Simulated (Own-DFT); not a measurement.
## Calculated data, AlN (wurtzite, atoms displaced)

Computed with Own-DFT development build. A calculation, not a measurement: plane-wave PBE density functional theory by an unreviewed code, no spin, of a simulated periodic cell, stress positive in tension, free energy of the whole cell less one offset for each atom, forces on such cells passed a denser k mesh, this cell's mesh not checked; offsets are fitted by least squares, one for each functional and potential file, so energies compare only between cells with the same atoms and settings and are not formation energies; the far tail of each file's local potential was reset to the Coulomb form; each entry is a single point on an unrelaxed cell, so the pressure reflects the starting lattice, mostly measured values (interpolated for alloys), from which strain is counted, and rises with the displacements; printed positions are rounded, which can move forces by about a meV/angstrom; the program, named Own-DFT, is a retired in-house code; no spin-orbit coupling.

```xyz
128
Lattice="12.4480 0.0000 0.0000 -6.2240 10.7803 0.0000 0.0000 0.0000 9.9640" Properties=species:S:1:pos:R:3:force_x:R:1:force_y:R:1:force_z:R:1 formula=AlN functional=PBE potential_files=PseudoDojo_norm-conserving,scalar-relativistic,standard_set wave_cutoff=42 occupations=Fermi-Dirac smearing_width=0.1 hardware=one_NVIDIA_H100 k_mesh=2_x_2_x_2_centred_on_Gamma free_energy_of_cell_above_offsets=-22.679 pressure=12.35 stress_xx=-14.06 stress_yy=-9.72 stress_zz=-13.28 stress_yz=-1.22 stress_xz=-0.81 stress_xy=-0.85 wall_time=399.2
Al     0.2064     1.7858     9.8145     -9.282       4.07       4.14
Al     1.4558     1.0548     2.5939      1.834     -2.977     -1.241
N      0.0721     1.8124     1.8449     -1.931     -0.365     -0.086
N      1.6657     0.9578     4.4286     -6.197     -3.391     -2.315
Al    -0.0339     1.8392     4.9496      1.476      0.383      1.128
Al     1.5827     0.9710     7.5134     -0.392     -1.793     -1.501
N     -0.0862     1.6866     6.8496       5.44      3.488     -0.936
N      1.5323     1.0295     9.3435      6.576     -2.546     -2.249
Al    -1.5906     4.4460     0.0586     -0.874      0.471     -0.135
Al     0.0178     3.5198     2.4580     -1.179      1.284     -0.158
N     -1.5680     4.4824     2.0005     -0.277     -1.401     -1.433
N      0.0631     3.5996     4.3943     -2.767     -1.295     -0.926
Al    -1.6650     4.5385     4.9153      0.349     -1.328      0.528
Al     0.0681     3.6333     7.4254     -1.044      0.589      0.479
N     -1.5605     4.4434     6.7979      0.638      0.096      1.242
N     -0.0495     3.6448     9.5029      1.689     -1.024     -2.725
Al    -3.0126     7.2392     0.0685     -4.688      0.084     -0.191
Al    -1.6514     6.1720     2.5701      1.817      2.274      0.135
N     -3.0902     7.1997     1.9943      0.362      0.234     -1.229
N     -1.7190     6.2528     4.4507      3.854      0.379      -1.31
Al    -3.1444     7.2085     4.7963      0.153      0.086      3.314
Al    -1.5339     6.2544     7.5592     -1.323     -0.476     -2.873
N     -3.0239     7.1903     6.8773     -1.627     -2.287     -0.818
N     -1.6452     6.3610     9.3762      0.454     -3.354     -0.377
Al    -4.7277    10.1351     0.0115      0.826     -4.574      -0.26
Al    -3.0317     9.1219     2.4496     -1.043      -1.96      1.373
N     -4.6665     9.6574     1.7681     -1.178      2.355      2.104
N     -3.0486     8.9046     4.3556     -0.771      3.971     -0.426
Al    -4.7641     9.9169     5.0426      2.062     -1.564     -2.435
Al    -3.1431     8.8773     7.4132      0.033      0.597      0.299
N     -4.6411     9.8400     6.7977     -0.623      1.496       2.73
N     -2.9745     8.9664     9.2693     -2.284      0.861      1.891
Al     3.1921     1.8988     0.1000      0.033      0.432     -5.639
Al     4.7279     0.9492     2.2800     -1.725      0.385      3.114
N      3.0220     1.7285     1.7479      0.614      0.045      5.632
N      4.8947     0.9751     4.6411     -10.24     -6.011     -3.631
Al     2.8708     1.7469     5.1339      9.361      3.187      0.099
Al     4.4776     1.0012     7.5580      11.76     -5.929     -0.564
N      3.2448     1.6148     6.8800     -10.77      6.884     -2.812
N      4.7136     0.9538     9.2367     -0.527      0.506      5.756
Al     1.6397     4.4574     9.9403     -7.264       3.39      2.453
Al     2.9709     3.4919     2.5765      1.287      1.516     -3.087
N      1.4498     4.4460     1.8507       2.27      0.729      1.408
N      3.2290     3.5527     4.3254     -2.042     -0.067      3.127
Al     1.5018     4.4002     4.9087      2.558      3.046      0.675
Al     3.2173     3.6719     7.3782     -3.467     -0.907      1.736
N      1.5979     4.6833     6.7803      0.072     -3.106      0.293
N      2.9853     3.7599     9.4152      7.347     -5.013     -2.975
Al    -0.2740     7.2548     9.8925       5.61       0.57      2.851
Al     1.5214     6.3398     2.4975      1.679     -1.969     -1.497
N      0.1338     7.1471     1.8917     -5.097      1.983     -1.213
N      1.4327     6.3197     4.3050      3.514      -0.92      1.347
Al     0.1023     7.2629     4.9986     -3.474     -1.792     -0.394
Al     1.6045     6.4502     7.4440     -1.123     -1.643       0.92
N     -0.0003     7.2469     6.8451      0.703     -5.758     -0.648
N      1.5026     6.2140     9.3533     -1.062      1.465     -1.188
Al    -1.5778     9.8335     0.0703     -1.268      2.691     -0.867
Al     0.0209     8.9715     2.5821     -0.272     -1.154     -4.722
N     -1.4610     9.9865     1.9455     -0.404     -1.365     -0.929
N     -0.0714     8.9320     4.2740      1.442     -0.917      3.087
Al    -1.3891     9.8385     5.0660     -3.271      2.272      0.121
Al    -0.2321     8.7653     7.4052       1.79      7.801      2.853
N     -1.6386     9.7208     6.9094       0.06      2.526     -0.808
N     -0.1238     9.1317     9.4353      1.709     -3.724      -2.06
Al     6.3338     1.8525     9.8544     -2.994      1.085       0.16
Al     7.7421     0.7933     2.3646      0.792      2.503      1.517
N      6.1133     1.9804     1.8755      2.034     -9.017     -4.184
N      7.8022     0.7675     4.4286      0.942      1.023     -2.471
Al     6.2068     1.8037     4.8082      8.059      3.147      4.125
Al     7.8464     0.8764     7.5579     -2.273     -0.166     -2.771
N      6.4020     1.9010     6.7966     -1.575      0.026      1.546
N      7.7914     1.0680     9.4056      0.968     -4.298     -0.444
Al     4.6652     4.5008     0.0607      0.687      0.517     -1.347
Al     6.1560     3.4515     2.4268      1.333      9.983      4.159
N      4.6723     4.4676     1.9136     -1.409      0.007      0.273
N      6.2882     3.5639     4.3846     -1.462      1.822     -0.545
Al     4.6953     4.5518     4.9971      1.094     -2.022      0.291
Al     6.2621     3.6758     7.5045      0.489     -2.405     -1.333
N      4.6696     4.5238     7.1347      2.191      1.853     -2.839
N      6.4375     3.6474     9.2886     -7.183     -2.982      0.346
Al     3.0762     6.9906     9.8667     -1.169      3.256      0.578
Al     4.7270     6.3483     2.3664      -3.07     -2.178      1.244
N      2.9914     7.2718     1.7115      2.129     -0.654      3.579
N      4.8318     6.3015     4.4741     -5.162     -2.423     -3.415
Al     3.2400     7.1085     4.9213     -1.537      1.203      1.174
Al     4.6779     6.4241     7.6486      -0.88     -2.262     -0.667
N      3.1660     7.1066     6.8873     -0.222      1.927     -1.109
N      4.6866     6.3865     9.4393      0.804     -1.851      1.738
Al     1.5094     9.7142     9.8236      2.017      1.819      1.434
Al     3.1001     9.0391     2.5668      0.904     -0.452     -1.628
N      1.5360     9.8301     1.9311      0.187     -0.035     -1.218
N      3.2844     9.1492     4.4868     -3.497     -4.019       -2.3
Al     1.4977     9.6588     4.8777      1.653      3.907      1.983
Al     3.1941     8.9843     7.4587     -1.817      0.102     -0.512
N      1.3211     9.8911     6.7638      1.606      -1.65      1.833
N      3.1928     9.0126     9.3431     -1.507     -1.298     -0.175
Al     9.3501     1.8167     9.8217      1.805     -0.034      0.621
Al    10.7985     0.9654     2.6877      0.441     -0.078     -7.382
N      9.4088     1.9587     1.6701     -0.773     -4.604      2.296
N     11.1820     0.7986     4.3002     -2.298     -0.617      3.917
Al     9.3529     1.8920     5.0340     -1.486     -2.315     -0.374
Al    10.9739     0.9998     7.4983     -4.256     -4.104      1.716
N      9.3609     1.7513     6.9019      0.979      0.496     -0.192
N     10.8870     0.8529     9.4381      2.115      0.223     -1.497
Al     7.6657     4.4238     0.0479      5.927      4.423      0.894
Al     9.2905     3.5006     2.3936     -0.753      3.634      1.581
N      7.7239     4.5454     1.8926       0.38     -3.386     -0.505
N      9.2428     3.5706     4.2749        0.9      0.008      1.417
Al     7.6882     4.5138     5.1328      1.579     -0.737     -2.114
Al     9.3612     3.5138     7.5359      0.323      0.818     -4.136
N      7.8589     4.4755     6.9800     -0.576     -1.803     -2.284
N      9.3241     3.5613     9.2087      0.564      1.206      5.649
Al     6.2180     7.2161     0.2919      1.773     -0.033     -8.304
Al     7.8398     6.1814     2.5099      0.186      1.673      0.759
N      6.2806     6.9818     1.9233       0.38      2.872       4.51
N      7.8729     6.2487     4.3930     -3.356     -0.341      0.554
Al     6.1414     7.1454     5.0179      5.484      1.513      2.933
Al     7.7557     6.1204     7.4354      0.588      5.487      1.804
N      6.0253     7.2515     6.9954      4.667      0.405     -2.804
N      7.7343     6.2321     9.3180      0.426      0.895       2.06
Al     4.7830     9.7705     0.0204     -1.747      1.904     -1.107
Al     6.0759     8.9660     2.6508      2.926     -0.477     -3.756
N      4.7531     9.9122     1.8414     -1.715     -0.147      2.084
N      6.1274     8.8694     4.3954      4.977     -0.896     -0.014
Al     4.8430     9.7358     4.9666      -3.41      4.888      4.143
Al     6.3357     9.0524     7.6517     -1.681     -0.828     -8.533
N      4.6319     9.8792     6.8834      2.606      1.238     -0.404
N      6.2201     8.9112     9.2352       1.01      0.711      9.273
```

Units: wave_cutoff in hartree; smearing_width, free_energy_of_cell_above_offsets in eV; pressure, stress_xx, stress_yy, stress_zz, stress_yz, stress_xz, stress_xy in GPa; wall_time in s; force_x, force_y, force_z in eV/Å.
